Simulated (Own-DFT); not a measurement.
# How HSE06 shifts the pressure of corundum Al2O3, 78 atoms (Al32O46), with two O vacancies

All values are computed. Each geometry was run twice at fixed positions with Own-DFT, a retired in-house plane-wave program that no person has reviewed: with PBE, and with HSE06 (exact exchange share 0.25 at short range, screening 0.11 per bohr, Gygi-Baldereschi treatment of its divergence). Both used PseudoDojo norm-conserving files made for PBE, a cutoff of 48 hartree, the Gamma point alone, fixed occupations, a neutral cell and no spin. The unstrained cell is 7.9 Å across at its thinnest, so Gamma alone is coarse and defects feel their images. The oxygen file's force components were 24 meV/Å off all-electron values in a glass.

Unstrained cell vectors in Å: (5.494, 0.000, 8.660); (-2.747, 4.758, 8.660); (-2.747, -4.758, 8.660), volume V0 = 679.1 Å³, from measured lattice constants. Each geometry has its own random strain of a few per cent, its own defect sites and random moves of rms u per axis. HSE06 gave the energy alone. D is its energy less that of PBE, over the lowest D shown. The PBE stress wasn't checked against mesh or cutoff.

```
run  V - V0 (Å³)   u (Å)  P with PBE (GPa)  D (eV)
  1         30.9  0.0533             -1.36   2.533
  2        -18.8  0.0487             16.05   0.614
  3        -10.4  0.0485             14.03   0.861
  4         -3.0  0.0529             11.14   1.295
  5         10.7  0.0483              4.81   1.791
  6        -10.4  0.0527             14.04   0.959
  7         16.6  0.0493              3.40   1.884
  8        -16.6  0.0522             15.60   0.693
  9         10.0  0.0484              5.56   1.768
 10        -30.9  0.0300             20.26   0.000
 11         -5.6  0.0483             11.26   1.077
 12        -19.1  0.0496             17.19   0.573
 13        -19.4  0.0500             17.33       ?
```

## What the rows give

D = 1.12 + 0.0386 (V - V0) + 86 u² eV, with an error of 0.0010 on the volume slope, 33 on the last term and a scatter of 0.05 eV. Pressure is -dE/dV, and 1 eV/Å³ is 160.2 GPa, so HSE06 changes the pressure by -6.2 ± 0.2 GPa. With the ions held to the strained lattice, the PBE pressure falls by 256 ± 6 GPa per unit of volume strain; the shape of the strain isn't fitted, so the true error is larger, and a relaxed crystal would be softer. On that slope HSE06's volume at a given pressure is about 2.4 % smaller, or 0.8 % in lengths. At u = 0 and V0 the PBE pressure is 7.7 GPa, which puts the zero-pressure volume, against the measured cell and with the defects in, at +3.0 % for PBE and +0.6 % for HSE06, each good to a few tenths of a per cent.

## Withheld run

The question: what D should run 13 give?

From the fit: 0.58 eV, with rows scattering by 0.05. DFT gave 0.532 eV.
